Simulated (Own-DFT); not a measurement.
# One host, several defects: C40 NbSi2

Calculated, not measured: single-point runs of Own-DFT, a retired in-house plane-wave DFT program that no person has reviewed, on unrelaxed cells, without spin or spin-orbit coupling.

Common settings: PBE; PseudoDojo norm-conserving scalar-relativistic files; cutoff 42 hartree; 4 x 4 x 5 k mesh centred on Gamma; cold (Marzari-Vanderbilt) smearing of 0.2 eV.

Limits: forces on such cells failed a check on a denser k mesh; stress not checked against mesh or cutoff.

All runs share one cell, with vectors in Å (0.000, 8.324, 0.000); (-9.613, 0.000, 0.000); (0.000, 0.000, 6.586) and a volume of 527.0 Å³. u is the rms random offset of the atoms per axis. The defect's site can differ from row to row.

```
cell,formula,u (Å),P (GPa)
no defect,Nb12Si24,0.0199,1.50
no defect,Nb12Si24,0.0465,2.30
no defect,Nb12Si24,0.0469,2.25
one Si vacancy,Nb12Si23,0.0294,0.96
one Si vacancy,Nb12Si23,0.0298,?
one Si vacancy,Nb12Si23,0.0517,1.85
one Si vacancy,Nb12Si23,0.0532,2.17
two Si on a Nb site each,Nb10Si26,0.0274,1.55
two Si on a Nb site each,Nb10Si26,0.0301,1.45
two Si on a Nb site each,Nb10Si26,0.0453,2.10
two Nb on a Si site each,Nb14Si22,0.0287,7.56
two Nb on a Si site each,Nb14Si22,0.0475,8.32
two Nb on a Si site each,Nb14Si22,0.0505,8.31
```

## Worked fit

P = P0 + c u² + a shift for each defect gives P0 = 1.24 GPa, c = 490 ± 38 GPa/Å² and a scatter of 0.10 GPa. The shifts, and each times the cell's volume:

- two Nb on a Si site each: 5.91 ± 0.08 GPa, 19.4 eV (9.7 eV for each of its 2 sites)
- two Si on a Nb site each: -0.14 ± 0.09 GPa, -0.5 eV (-0.2 eV for each of its 2 sites) (not resolved)
- one Si vacancy: -0.62 ± 0.09 GPa, -2.0 eV

Positive is outwards. The product with the volume (160.2 GPa Å³ to the eV) is nearly free of the cell's size; divided by the bulk modulus at the cell's pressure it gives the volume that the defect adds. The atoms around the defects weren't relaxed, which would change these numbers.

## Prediction

Asked: what pressure belongs in the blank (one Si vacancy, u = 0.0298 Å)?

Estimate: 1.05 ± 0.13 GPa. Computed: 1.01 GPa.
